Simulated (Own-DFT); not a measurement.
# Larger atoms on a fixed lattice: Ge in Si

Calculated, not measured: single-point runs of Own-DFT, a retired in-house plane-wave DFT program that no person has reviewed, on unrelaxed cells, without spin or spin-orbit coupling.

Common settings: PBE; PseudoDojo norm-conserving scalar-relativistic files; cutoff 42 hartree; 3 x 3 x 2 k mesh centred on Gamma; Fermi-Dirac smearing of 0.1 eV.

Keep in mind: forces on such cells moved up to 12 meV/angstrom on a denser k mesh; stress not checked against mesh or cutoff.

One cell of 96 atoms is used throughout, with vectors in Å (10.862, 0.000, 0.000); (0.000, 10.862, 0.000); (0.000, 0.000, 16.293). Some planes normal to z hold Ge in place of Si, either as pure planes or mixed at random through a layer; x is the share of Ge among all Ge and Si sites. u is the rms random offset of the atoms per axis. Stress is positive in tension.

| x | layer | u (Å) | (s_xx + s_yy)/2 (GPa) | s_zz (GPa) |
|---|---|---|---|---|
| 0.125 | mixed layer | 0.0290 | -3.76 | -3.73 |
| 0.125 | mixed layer | 0.0299 | -3.79 | -3.74 |
| 0.167 | pure planes | 0.0643 | -5.11 | -5.21 |
| 0.167 | pure planes | 0.0604 | -5.16 | -5.08 |
| 0.188 | mixed layer | 0.0279 | -4.58 | -4.63 |
| 0.188 | mixed layer | 0.0307 | -4.64 | -4.66 |
| 0.250 | mixed layer | 0.0279 | ? | ? |
| 0.500 | pure planes | 0.0607 | -9.87 | -10.19 |
| 0.500 | pure planes | 0.0299 | -9.15 | -9.15 |

## Analysis

In the plane: -1.73 - 14.4 x - 258 u² GPa (slope in x ± 0.1, scatter 0.06). Along z: -1.61 - 14.8 x - 289 u² GPa (± 0.2, scatter 0.08). The two slopes nearly agree: every atom sits on the host's lattice on all three axes, so the larger Ge atoms are squeezed alike in all directions, and the layering hardly shows. The constants are the stress of this functional at the host's measured lattice. A real film keeps the in-plane spacing but grows in height until s_zz vanishes, which relieves part of the in-plane stress too.

## Test on the hidden row

Asked: what are the two stresses at x = 0.250?

The fit gives -5.5 and -5.5 GPa. The hidden result is -5.45 and -5.49 GPa.
